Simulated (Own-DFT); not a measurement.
# One host, several defects: zincblende GaAs

Calculated, not measured: single-point runs of Own-DFT, a retired in-house plane-wave DFT program that no person has reviewed, on unrelaxed cells, without spin or spin-orbit coupling.

All runs used: PBE; PseudoDojo norm-conserving scalar-relativistic files; cutoff 42 hartree; 3 x 3 x 3 k mesh centred on Gamma; Fermi-Dirac smearing of 0.1 eV.

Keep in mind (not all hold for every row): not probed for a lower state with spin; forces not confirmed at this smearing and k mesh; stress not checked against mesh or cutoff.

All runs share one cell, with vectors in Å (11.737, 0.000, 0.000); (0.000, 11.737, 0.000); (0.000, 0.000, 10.833) and a volume of 1492.4 Å³, strained against the parent crystal. u is the rms random offset of the atoms per axis. The defect's site can differ from row to row.

| cell | formula | u (Å) | P (GPa) |
|---|---|---|---|
| no defect | As32Ga32 | 0.0299 | 1.25 |
| no defect | As32Ga32 | 0.0464 | 1.46 |
| no defect | As32Ga32 | 0.0502 | 1.62 |
| one P on an As site | As31Ga32P | 0.0271 | 0.98 |
| one P on an As site | As31Ga32P | 0.0277 | 1.00 |
| one P on an As site | As31Ga32P | 0.0299 | 1.00 |
| one Al on a Ga site | AlAs32Ga31 | 0.0295 | 1.24 |
| one Al on a Ga site | AlAs32Ga31 | 0.0303 | ? |
| one Al on a Ga site | AlAs32Ga31 | 0.0488 | 1.55 |
| one Al on a Ga site | AlAs32Ga31 | 0.0514 | 1.52 |
| one In on a Ga site | As32Ga31In | 0.0492 | 2.04 |
| one In on a Ga site | As32Ga31In | 0.0514 | 2.09 |
| one In on a Ga site | As32Ga31In | 0.0544 | 2.42 |
| one As vacancy and one Ga vacancy | As31Ga31 | 0.0292 | 0.94 |
| one As vacancy and one Ga vacancy | As31Ga31 | 0.0483 | 1.21 |
| one As vacancy and one Ga vacancy | As31Ga31 | 0.0540 | 1.31 |

## What the rows give

P = P0 + c u² + a shift for each defect gives P0 = 1.07 GPa, c = 202 ± 34 GPa/Å² and a scatter of 0.08 GPa. The shifts, and each times the cell's volume:

- one In on a Ga site: 0.58 ± 0.07 GPa, 5.4 eV
- one Al on a Ga site: -0.03 ± 0.07 GPa, -0.3 eV (not resolved)
- one P on an As site: -0.24 ± 0.08 GPa, -2.2 eV
- one As vacancy and one Ga vacancy: -0.33 ± 0.07 GPa, -3.0 eV

A positive shift means that the defect pushes the cell outwards. Shift times volume (160.2 GPa Å³ is 1 eV) depends little on the cell's size, so, taken for each site, it can be compared between cells at like pressure. The atoms around the defects weren't relaxed, which would change these numbers.

## Test on the hidden row

Asked: what pressure belongs in the blank (one Al on a Ga site, u = 0.0303 Å)?

The fit gives 1.22 ± 0.10 GPa. The calculation gave 1.22 GPa.
